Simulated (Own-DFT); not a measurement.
## Calculated data, GaP (zincblende, strongly disordered by large displacements)

A calculation, not a measurement: plane-wave PBE density functional theory by an unreviewed code, no spin, of a simulated periodic cell, stress positive in tension, free energy of the whole cell less one offset for each atom, forces on such cells passed a denser k mesh, this cell's mesh not checked; broken bonds can close the gap or carry spin, so checks made on this kind of crystal may not hold here; offsets are fitted by least squares, one for each functional and potential file, so energies compare only between cells with the same atoms and settings and are not formation energies; the far tail of each file's local potential was reset to the Coulomb form; each entry is a single point on an unrelaxed cell, so the pressure reflects the starting lattice, mostly measured values (interpolated for alloys), from which strain is counted, and rises with the displacements; printed positions are rounded, which can move forces by about a meV/angstrom; the program, named Own-DFT, is a retired in-house code; no spin-orbit coupling. Program: Own-DFT development build.

```yaml
- formula: GaP
  kind: "zincblende, strongly disordered by large displacements"
  structure:
    cell_angstrom: [[10.901, 0.0, 0.0], [0.0, 10.901, 0.0], [0.0, 0.0, 10.901]]
    atoms_fractional:
      - [Ga, 0.99658, 0.99386, 0.99351]
      - [Ga, 0.98712, 0.22619, 0.2592]
      - [Ga, 0.25793, 0.98306, 0.23005]
      - [Ga, 0.25769, 0.23952, 0.99874]
      - [P, 0.10244, 0.13085, 0.14974]
      - [P, 0.12223, 0.38387, 0.40097]
      - [P, 0.39912, 0.146, 0.34351]
      - [P, 0.40705, 0.37088, 0.12988]
      - [Ga, 0.0316, 0.00549, 0.49563]
      - [Ga, 0.03639, 0.24605, 0.76743]
      - [Ga, 0.25132, 0.99514, 0.74561]
      - [Ga, 0.2211, 0.23409, 0.50446]
      - [P, 0.15277, 0.07902, 0.61286]
      - [P, 0.12176, 0.35113, 0.89408]
      - [P, 0.39859, 0.1048, 0.83235]
      - [P, 0.3453, 0.37755, 0.62271]
      - [Ga, 0.00086, 0.51319, 0.99349]
      - [Ga, 0.01183, 0.77139, 0.23241]
      - [Ga, 0.25161, 0.50424, 0.24921]
      - [Ga, 0.2656, 0.77061, 0.00373]
      - [P, 0.11005, 0.62082, 0.15449]
      - [P, 0.10296, 0.88097, 0.365]
      - [P, 0.33875, 0.61765, 0.36716]
      - [P, 0.36838, 0.85121, 0.1353]
      - [Ga, 0.99062, 0.51539, 0.4931]
      - [Ga, 0.02016, 0.75961, 0.75492]
      - [Ga, 0.24499, 0.48837, 0.74173]
      - [Ga, 0.26288, 0.74325, 0.51493]
      - [P, 0.12744, 0.60389, 0.61158]
      - [P, 0.12366, 0.88517, 0.84378]
      - [P, 0.38558, 0.60824, 0.8753]
      - [P, 0.3763, 0.86217, 0.6283]
      - [Ga, 0.49757, 0.01084, 0.00181]
      - [Ga, 0.51192, 0.24651, 0.22949]
      - [Ga, 0.75113, 0.96245, 0.24354]
      - [Ga, 0.70707, 0.26361, 0.03505]
      - [P, 0.62331, 0.08973, 0.11703]
      - [P, 0.63022, 0.38449, 0.37856]
      - [P, 0.85634, 0.0897, 0.36443]
      - [P, 0.85677, 0.35734, 0.1503]
      - [Ga, 0.51382, 0.98759, 0.49692]
      - [Ga, 0.4875, 0.26526, 0.73879]
      - [Ga, 0.7521, 0.97456, 0.74767]
      - [Ga, 0.74401, 0.25459, 0.48345]
      - [P, 0.60672, 0.1591, 0.61438]
      - [P, 0.61011, 0.39745, 0.87477]
      - [P, 0.84985, 0.12382, 0.89284]
      - [P, 0.86146, 0.37186, 0.63575]
      - [Ga, 0.48796, 0.4966, 0.00574]
      - [Ga, 0.48136, 0.71935, 0.24351]
      - [Ga, 0.71854, 0.51137, 0.24498]
      - [Ga, 0.73774, 0.713, 0.01263]
      - [P, 0.6071, 0.65053, 0.12594]
      - [P, 0.62697, 0.86399, 0.37885]
      - [P, 0.90468, 0.63358, 0.37901]
      - [P, 0.86684, 0.85098, 0.1126]
      - [Ga, 0.49541, 0.49771, 0.52721]
      - [Ga, 0.50294, 0.74667, 0.74639]
      - [Ga, 0.74465, 0.48901, 0.75377]
      - [Ga, 0.75052, 0.74585, 0.54091]
      - [P, 0.61715, 0.59769, 0.62496]
      - [P, 0.65392, 0.88273, 0.8895]
      - [P, 0.85683, 0.60653, 0.86422]
      - [P, 0.87637, 0.86321, 0.59961]
  settings:
    functional: PBE
    potential_files: "PseudoDojo norm-conserving, scalar-relativistic, standard set"
    "wave_cutoff [hartree]": 42.0
    occupations: Fermi-Dirac
    "smearing_width [eV]": 0.1
    hardware: "one NVIDIA H100"
    k_mesh: "3 x 3 x 3 centred on Gamma"
  results:
    "free_energy_of_cell_above_offsets [eV]": "-4.572"
    "pressure [GPa]": 9.04
    "stress_xx [GPa]": -8.88
    "stress_yy [GPa]": -8.77
    "stress_zz [GPa]": -9.46
    "stress_yz [GPa]": -1.49
    "stress_xz [GPa]": -1.72
    "stress_xy [GPa]": -1.26
    force_element: [Ga, Ga, Ga, Ga, P, P, P, P, Ga, Ga, Ga, Ga, P, P, P, P, Ga, Ga, Ga, Ga, P, P, P, P, Ga, Ga, Ga, Ga, P, P, P, P, Ga, Ga, Ga, Ga, P, P, P, P, Ga, Ga, Ga, Ga, P, P, P, P, Ga, Ga, Ga, Ga, P, P, P, P, Ga, Ga, Ga, Ga, P, P, P, P]
    "force_x [eV/angstrom]": [-0.931, -2.61, -1.679, 0.941, 4.658, -0.473, -3.923, -4.788, -5.926, -4.754, 3.51, 2.429, -0.771, 2.186, -0.748, 2.279, -0.603, -2.289, -1.866, -3.195, 1.208, 4.481, 4.56, 3.293, -0.152, -3.666, -1.433, -2.3, 0.306, 1.385, -2.44, 1.174, -2.226, 3.985, -0.546, 1.355, 1.905, -2.348, 1.311, 0.0, -1.041, 0.11, 1.692, 1.42, 1.293, -0.133, 1.356, 2.474, 1.481, -1.816, 2.588, 3.707, -0.501, -0.455, -4.459, 0.745, -3.26, 1.173, -0.55, -3.217, 2.673, -3.122, 2.394, 4.152]
    "force_y [eV/angstrom]": [0.994, 3.125, 3.045, -0.938, -3.534, -1.579, -3.805, 0.769, -1.203, -3.319, -1.563, 1.135, 5.031, 4.576, 0.522, -2.537, -1.155, -0.749, -4.339, -3.673, -1.198, -0.507, 2.223, 2.879, -3.615, -4.257, 1.64, -0.357, 2.474, 1.186, 2.259, 1.358, -2.767, -0.352, 0.181, -0.12, 2.403, 0.291, 2.188, 1.949, 2.18, 1.539, 2.726, -1.141, -2.944, -2.757, 0.118, -1.093, 1.662, 2.124, 0.246, 2.629, -4.935, -2.216, 2.912, 0.263, -2.735, -0.541, -0.85, -3.979, 4.042, -2.452, 2.564, 3.977]
    "force_z [eV/angstrom]": [0.205, 3.362, 2.608, 1.187, -4.7, -2.394, 3.654, -0.731, -2.299, -3.338, 1.383, -1.6, 0.867, 1.694, 3.062, -1.651, 1.152, 0.94, -1.938, -4.135, -3.728, 0.4, 3.269, 0.211, 2.561, -3.618, 3.235, -1.376, 2.387, 5.794, -0.986, -0.203, -2.741, 0.903, -0.324, -1.929, 2.86, -0.393, 2.1, -1.035, 0.168, 0.404, -1.585, 0.848, -0.465, 0.88, -1.26, -1.496, -0.251, 4.595, 0.481, -3.986, -0.076, 0.068, -2.898, -0.964, -4.21, 1.515, -1.112, -4.163, 2.525, 0.881, 1.63, 3.754]
    "wall_time [s]": 547.5
```
